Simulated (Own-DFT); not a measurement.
# Around an empty site: 2H SiC, 71 atoms (C35Si36), with one C vacancy

These are calculations, not measurements. They come from Own-DFT, an in-house plane-wave density functional program, since retired, whose code no person has reviewed. Each row is one single-point run on a periodic cell that was not relaxed, without spin or spin-orbit coupling.

Settings of every run: PBE; PseudoDojo norm-conserving scalar-relativistic files; cutoff 42 hartree; 4 x 4 x 3 k mesh centred on Gamma; Fermi-Dirac smearing of 0.1 eV.

Known limits: not probed for a lower state with spin; forces on such cells moved up to 12 meV/angstrom on a denser k mesh; stress not checked against mesh or cutoff.

Cell vectors in Å: (9.248, 0.000, 0.000); (-4.624, 8.009, 0.000); (0.000, 0.000, 10.068). Every atom was also moved at random, by a Gaussian of width 0.03 Å on each axis. The defect's site can differ from row to row. The empty site has 4 nearest neighbours, all Si. For each, d is its distance from the empty site and R the part of its force along the line away from it, positive outwards. The last column is the rms force component on atoms over 4.5 Å away.

| run | d1 (Å) | d2 (Å) | d3 (Å) | d4 (Å) | R1 (eV/Å) | R2 (eV/Å) | R3 (eV/Å) | R4 (eV/Å) | far F (eV/Å) |
|---|---|---|---|---|---|---|---|---|---|
| 1 | 1.876 | 1.881 | 1.884 | 1.933 | -0.50 | -0.07 | -0.30 | -0.73 | 0.88 |
| 2 | 1.832 | 1.852 | 1.884 | 1.899 | 0.06 | -0.40 | -0.51 | -0.14 | 0.90 |
| 3 | 1.845 | 1.859 | 1.888 | 1.934 | 0.10 | -0.13 | -0.54 | -0.79 | 0.75 |
| 4 | 1.841 | 1.862 | 1.872 | 1.931 | -0.14 | -0.12 | -0.08 | -0.58 | 0.87 |
| 5 | 1.868 | 1.897 | 1.924 | 1.927 | -0.39 | -0.74 | -0.82 | -0.97 | 0.99 |
| 6 | 1.854 | 1.859 | 1.871 | 1.913 | -0.16 | -0.54 | -0.15 | -0.46 | 0.86 |
| 7 | 1.867 | 1.904 | 1.928 | 1.936 | -0.45 | -0.24 | -0.87 | -0.79 | 0.90 |
| 8 | 1.787 | 1.826 | 1.836 | 1.887 | 0.37 | 0.18 | 0.45 | -0.19 | 0.91 |
| 9 | 1.877 | 1.903 | 1.905 | 1.933 | ? | ? | ? | ? | ? |

## Worked fit

A straight line through the 32 neighbours shown gives R = -0.33 - 8.2 (d - 1.880) eV/Å, with a scatter of 0.20 left by the moves of the other atoms. The slope, with an error of 1.0, is the pull back towards the neighbour's own site. The constant, -0.33 ± 0.04 eV/Å, is the force at the mean distance: with one bond gone, the neighbours are pushed inwards, towards the empty site. It shows how a relaxation would start, not where it would end, and it depends somewhat on the width of the random moves.

## Withheld run

Question: what mean R should the neighbours of run 9 feel? Their mean d is 1.905 Å.

The line gives -0.54 ± 0.10 eV/Å, by the scatter of the means of the runs shown. The calculation gave R = -0.47, -1.18, -1.04, -0.88, a mean of -0.89 eV/Å.
